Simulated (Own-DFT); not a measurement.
# Shaking the atoms of zincblende GaP, 96 atoms (Ga48P48)

All numbers below are calculated, not measured. The program, named Own-DFT, is a retired in-house plane-wave density functional code that no person has reviewed. Each row is one single-point run on a periodic cell that was not relaxed, without spin or spin-orbit coupling.

Settings of every run: PBE; PseudoDojo norm-conserving scalar-relativistic files; cutoff 42 hartree; 2 x 3 x 3 k mesh centred on Gamma; Fermi-Dirac smearing of 0.1 eV.

Known limits, some of them of some rows only: some atoms lie very close together; forces on such cells moved up to 12 meV/angstrom on a denser k mesh; forces on such cells passed a denser k mesh, each cell not checked; stress not checked against mesh or cutoff.

Cell vectors in Å: (16.352, 0.000, 0.000); (0.000, 10.901, 0.000); (0.000, 0.000, 10.901). In each run every atom was moved at random and independently from its ideal site; u is the rms move along one axis. E is the free energy for each atom above the fitted value at u = 0, and F the rms of the force components.

```
run   u (Å)  E (meV/atom)  F (eV/Å)  largest force (eV/Å)  P (GPa)
  1  0.0204           7.6     0.286                  0.99     2.72
  2  0.0206           8.6     0.308                  1.09     2.74
  3  0.0213           7.8     0.286                  0.94     2.72
  4  0.0443          34.6     0.636                  2.26     3.09
  5  0.0502             ?         ?                     ?        ?
  6  0.0954         182.6     1.659                  8.52     5.40
  7  0.0993         170.4     1.619                  8.77     5.08
  8  0.1422         373.1     2.697                 15.05     8.34
  9  0.1966         686.1     3.967                 18.73    12.36
```

## Worked fit

For small independent moves the energy grows as E = (3/2) K u², with K the mean stiffness felt by one atom. The runs with u up to 0.11 Å give K = 12.3 ± 0.5 eV/Å², with residuals divided by u² + 0.0006 Å², since the noise grows with the moves. The scatter is 3.4 meV/atom at u = 0.05 Å. The forces follow F = G u with G = 15.1 eV/Å²; no force at u = 0 is resolved. G exceeds K because the moves of its neighbours add to the force on an atom, and stiffness differs between atoms. At u = 0.197 Å the parabola gives 713 meV/atom and the run 686. The pressure follows P = 2.60 + 277 u² GPa: at fixed volume, shortened bonds push harder than stretched ones pull.

## Withheld run

Question: what energy and rms force should run 5 give?

The fit gives 46 ± 4 meV/atom and about 0.76 eV/Å. The calculation gave 46.0 meV/atom and 0.770 eV/Å.
